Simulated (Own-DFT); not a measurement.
# Strain and stress in wurtzite GaN, 72 atoms (Ga36N36)

Source: density functional calculations with Own-DFT, an unreviewed in-house program that is no longer used. Nothing was measured or relaxed, and spin and spin-orbit coupling are left out.

All runs used: PBE; PseudoDojo norm-conserving scalar-relativistic files (stringent for Ga); cutoff 96 hartree; 4 x 4 x 3 k mesh centred on Gamma; Gaussian smearing of 0.01 eV.

Known weak points: forces not confirmed at this smearing and k mesh; stress not checked against mesh or cutoff.

Unstrained cell vectors in Å: (9.567, 0.000, 0.000); (-4.784, 8.285, 0.000); (0.000, 0.000, 10.370). The unstrained cell has measured lattice constants (interpolated for alloys), not those of this functional. That, the random moves and any unrelaxed bonds set the pressure at no strain. Each run strains this cell uniformly, with the atoms carried along. All atoms carry random offsets, Gaussian with a width of 0.05 Å per axis. Stress is counted positive in tension, P = -(s_xx + s_yy + s_zz)/3, and strain components are those of the symmetric tensor.

| run | e_xx (%) | e_yy (%) | e_zz (%) | e_yz (%) | e_xz (%) | e_xy (%) | s_xx (GPa) | s_yy (GPa) | s_zz (GPa) | s_yz (GPa) | s_xz (GPa) | s_xy (GPa) | P (GPa) | E (meV/atom) |
|---|---|---|---|---|---|---|---|---|---|---|---|---|---|---|
| 1 | -1.61 | 1.58 | -0.95 | 0.70 | 0.41 | -0.84 | -11.55 | -3.65 | -11.49 | 1.28 | 1.50 | -3.47 | 8.89 | 13.8 |
| 2 | -1.85 | 1.76 | 1.65 | -0.33 | 1.81 | -1.86 | -12.36 | -1.22 | -1.20 | -0.67 | 4.00 | -5.19 | 4.93 | 24.8 |
| 3 | -1.74 | 0.43 | -0.58 | 0.50 | -0.11 | 0.02 | -14.59 | -8.60 | -11.85 | 0.53 | -0.48 | 1.35 | 11.68 | 44.3 |
| 4 | -0.22 | 0.72 | 1.52 | -0.81 | 1.10 | -1.10 | -4.06 | -4.79 | -0.77 | -1.33 | 2.33 | -2.06 | 3.20 | 4.0 |
| 5 | 1.53 | 1.16 | -2.00 | -1.56 | -0.86 | -0.72 | -0.94 | -3.77 | -13.27 | -3.72 | -1.37 | -1.61 | 5.99 | 16.7 |
| 6 | -0.32 | 1.95 | 1.67 | -0.06 | -1.53 | 0.38 | -4.28 | 0.57 | 0.79 | -0.62 | -3.83 | 0.50 | 0.97 | 0.0 |
| 7 | -1.88 | -0.75 | -0.55 | -0.91 | -0.22 | -0.82 | -19.09 | -12.78 | -11.33 | -1.38 | 0.12 | -4.17 | 14.40 | 48.8 |
| 8 | -0.62 | -1.68 | -0.80 | -0.03 | -1.82 | 1.63 | -13.33 | -18.07 | -11.83 | -0.53 | -5.26 | 4.27 | 14.41 | 49.1 |
| 9 | -0.59 | -1.77 | -1.72 | -0.52 | -0.37 | 1.66 | -17.17 | -16.35 | -15.85 | -1.16 | -1.05 | 6.93 | 16.45 | 58.0 |
| 10 | 0.46 | -0.79 | 1.25 | -1.04 | 1.96 | 0.02 | -3.05 | -10.85 | -3.15 | -2.79 | 3.99 | 0.09 | 5.68 | 14.3 |
| 11 | -1.29 | -0.46 | -0.72 | -0.10 | -1.00 | -1.80 | -14.05 | -11.82 | -11.62 | -0.07 | -1.71 | -5.62 | 12.50 | 33.8 |
| 12 | -1.19 | -1.25 | -1.23 | -0.74 | -1.63 | 0.56 | -15.70 | -15.48 | -14.56 | -1.30 | -3.85 | 0.33 | 15.25 | 47.4 |
| 13 | 1.81 | -1.95 | -0.91 | -0.36 | 0.27 | -0.04 | -2.18 | -14.89 | -11.50 | -0.78 | -0.29 | 0.02 | 9.52 | 20.6 |
| 14 | -0.52 | -1.08 | -1.26 | -0.55 | 0.34 | -1.86 | -12.21 | -13.50 | -14.64 | -0.91 | 1.48 | -7.90 | 13.45 | 34.8 |
| 15 | -0.16 | -0.18 | 1.92 | -0.09 | -0.72 | -0.38 | ? | ? | ? | ? | ? | ? | ? | ? |

The last column gives the free energy per atom over the lowest of the runs shown.

## Fit

Least squares on the runs shown: each stress against a constant and the strains, taken as fractions with shears doubled. Shear strains stay in the fit of a normal stress only where such slopes are resolved. The slopes, in GPa:

```
stress  at no strain  per e_xx  per e_yy  per e_zz  scatter
  s_xx          -6.9  485 ± 33  158 ± 32  131 ± 34     1.36
  s_yy          -8.4   81 ± 18  417 ± 17   57 ± 18     0.73
  s_zz          -7.5   80 ± 13   75 ± 13  404 ± 14     0.55
```

The slope of each shear stress on twice its own strain, from a fit on all six strains: yz 94 ± 9, xz 113 ± 5, xy 183 ± 21 GPa. These are stiffnesses along x, y and z of the frame in which the cell vectors are given, with the crystal's c axis along z: C11, C12, C13 and C33. Hexagonal symmetry asks that xx and yy behave alike, which is a second check on the noise. No internal relaxation is included, and where it is allowed it would reduce some of the slopes. Symmetry asks for nearly equal slopes across the diagonal; the mismatch is a measure of noise. A ninth of the table's sum, 210 ± 4 GPa, estimates the bulk modulus near the mean pressure of these runs, 9.8 GPa, so it lies above the value at zero pressure.

## Prediction

Question: what normal stresses and pressure should run 15 give?

Estimate: s_xx = -5.4, s_yy = -8.2, s_zz = 0.0 and P = 4.5 GPa. Computed: -5.77, -7.85, 0.74 and P = 4.29 GPa.
